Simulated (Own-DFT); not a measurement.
# Which defects push the lattice out? C40 NbSi2

Everything here is calculated. The program is Own-DFT (plane waves, in-house, since retired, never reviewed by a person); positions were held fixed, and spin and spin-orbit coupling were off.

Method: PBEsol; PseudoDojo norm-conserving scalar-relativistic files, made for PBE; cutoff 42 hartree; 4 x 4 x 5 k mesh centred on Gamma; cold (Marzari-Vanderbilt) smearing of 0.2 eV.

Known weak points: forces on such cells failed a check on a denser k mesh; stress not checked against mesh or cutoff.

All runs share one cell, with vectors in Å (0.000, 8.324, 0.000); (-9.613, 0.000, 0.000); (0.000, 0.000, 6.586) and a volume of 527.0 Å³. u is the rms random offset of the atoms per axis. The defect's site can differ from row to row.

| cell | formula | u (Å) | P (GPa) |
|---|---|---|---|
| no defect | Nb12Si24 | 0.0196 | -2.16 |
| no defect | Nb12Si24 | 0.0200 | -2.08 |
| no defect | Nb12Si24 | 0.0460 | -1.19 |
| two Si on a Nb site each | Nb10Si26 | 0.0287 | -1.76 |
| two Si on a Nb site each | Nb10Si26 | 0.0302 | -1.79 |
| two Si on a Nb site each | Nb10Si26 | 0.0544 | -0.74 |
| two Nb on a Si site each | Nb14Si22 | 0.0290 | 3.68 |
| two Nb on a Si site each | Nb14Si22 | 0.0435 | 3.84 |
| two Nb on a Si site each | Nb14Si22 | 0.0533 | 4.53 |
| one Si vacancy | Nb12Si23 | 0.0261 | -2.67 |
| one Si vacancy | Nb12Si23 | 0.0282 | ? |
| one Si vacancy | Nb12Si23 | 0.0493 | -1.53 |
| one Si vacancy | Nb12Si23 | 0.0511 | -2.05 |
| two Nb vacancies | Nb10Si24 | 0.0289 | -3.47 |
| two Nb vacancies | Nb10Si24 | 0.0487 | -2.34 |
| two Nb vacancies | Nb10Si24 | 0.0532 | -2.52 |

## Analysis

P = P0 + c u² + a shift for each defect gives P0 = -2.28 GPa, c = 490 ± 60 GPa/Å² and a scatter of 0.20 GPa. The shifts, and each times the cell's volume:

- two Nb on a Si site each: 5.39 ± 0.17 GPa, 17.7 eV (8.9 eV for each of its 2 sites)
- two Si on a Nb site each: 0.09 ± 0.17 GPa, 0.3 eV (0.1 eV for each of its 2 sites) (not resolved)
- one Si vacancy: -0.74 ± 0.17 GPa, -2.4 eV
- two Nb vacancies: -1.48 ± 0.18 GPa, -4.9 eV (-2.4 eV for each of its 2 sites)

Against the defect-free cell, a freed cell would be larger where the shift is positive and smaller where it is negative (160.2 GPa Å³ is 1 eV). The atoms around the defects weren't relaxed, which would change these numbers.

## Test on the hidden row

Q: what pressure belongs in the blank (one Si vacancy, u = 0.0282 Å)?

Estimate: -2.63 ± 0.24 GPa. Computed: -2.59 GPa.
